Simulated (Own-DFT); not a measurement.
# One host, several defects: zincblende GaAs

Everything here is calculated. The program is Own-DFT (plane waves, in-house, since retired, never reviewed by a person); positions were held fixed, and spin and spin-orbit coupling were off.

Settings: PBE; PseudoDojo norm-conserving scalar-relativistic files; cutoff 42 hartree; 3 x 3 x 3 k mesh centred on Gamma; Fermi-Dirac smearing of 0.1 eV.

Keep in mind (not all hold for every row): not probed for a lower state with spin; forces on such cells failed a check on a denser k mesh; forces not confirmed at this smearing and k mesh; forces on such cells passed a denser k mesh, each cell not checked; stress not checked against mesh or cutoff.

All runs share one cell, with vectors in Å (11.307, 0.000, 0.000); (0.000, 11.307, 0.000); (0.000, 0.000, 11.307) and a volume of 1445.4 Å³. u is the rms random offset of the atoms per axis. The defect's site can differ from row to row.

```
cell,formula,u (Å),P (GPa)
no defect,As32Ga32,0.0207,3.50
no defect,As32Ga32,0.0213,3.53
no defect,As32Ga32,0.0516,4.04
one As on a Ga site,As33Ga31,0.0295,4.32
one As on a Ga site,As33Ga31,0.0304,4.25
one As on a Ga site,As33Ga31,0.0461,4.52
one In on a Ga site,As32Ga31In,0.0297,?
one In on a Ga site,As32Ga31In,0.0325,4.34
one In on a Ga site,As32Ga31In,0.0519,4.65
one In on a Ga site,As32Ga31In,0.0531,4.80
one P on an As site,As31Ga32P,0.0289,3.34
one P on an As site,As31Ga32P,0.0296,3.33
one P on an As site,As31Ga32P,0.0300,3.36
one As on a Ga site and one Ga on an As site,As32Ga32,0.0263,3.88
one As on a Ga site and one Ga on an As site,As32Ga32,0.0319,3.97
one As on a Ga site and one Ga on an As site,As32Ga32,0.0479,4.31
```

## Working it out

P = P0 + c u² + a shift for each defect gives P0 = 3.41 GPa, c = 233 ± 15 GPa/Å² and a scatter of 0.04 GPa. The shifts, and each times the cell's volume:

- one In on a Ga site: 0.67 ± 0.04 GPa, 6.1 eV
- one As on a Ga site: 0.65 ± 0.03 GPa, 5.8 eV
- one As on a Ga site and one Ga on an As site: 0.33 ± 0.03 GPa, 2.9 eV
- one P on an As site: -0.27 ± 0.03 GPa, -2.4 eV

Against the defect-free cell, a freed cell would be larger where the shift is positive and smaller where it is negative (160.2 GPa Å³ is 1 eV). The atoms around the defects weren't relaxed, which would change these numbers.

## Withheld run

The question: what pressure belongs in the blank (one In on a Ga site, u = 0.0297 Å)?

Estimate: 4.29 ± 0.05 GPa. Computed: 4.27 GPa.
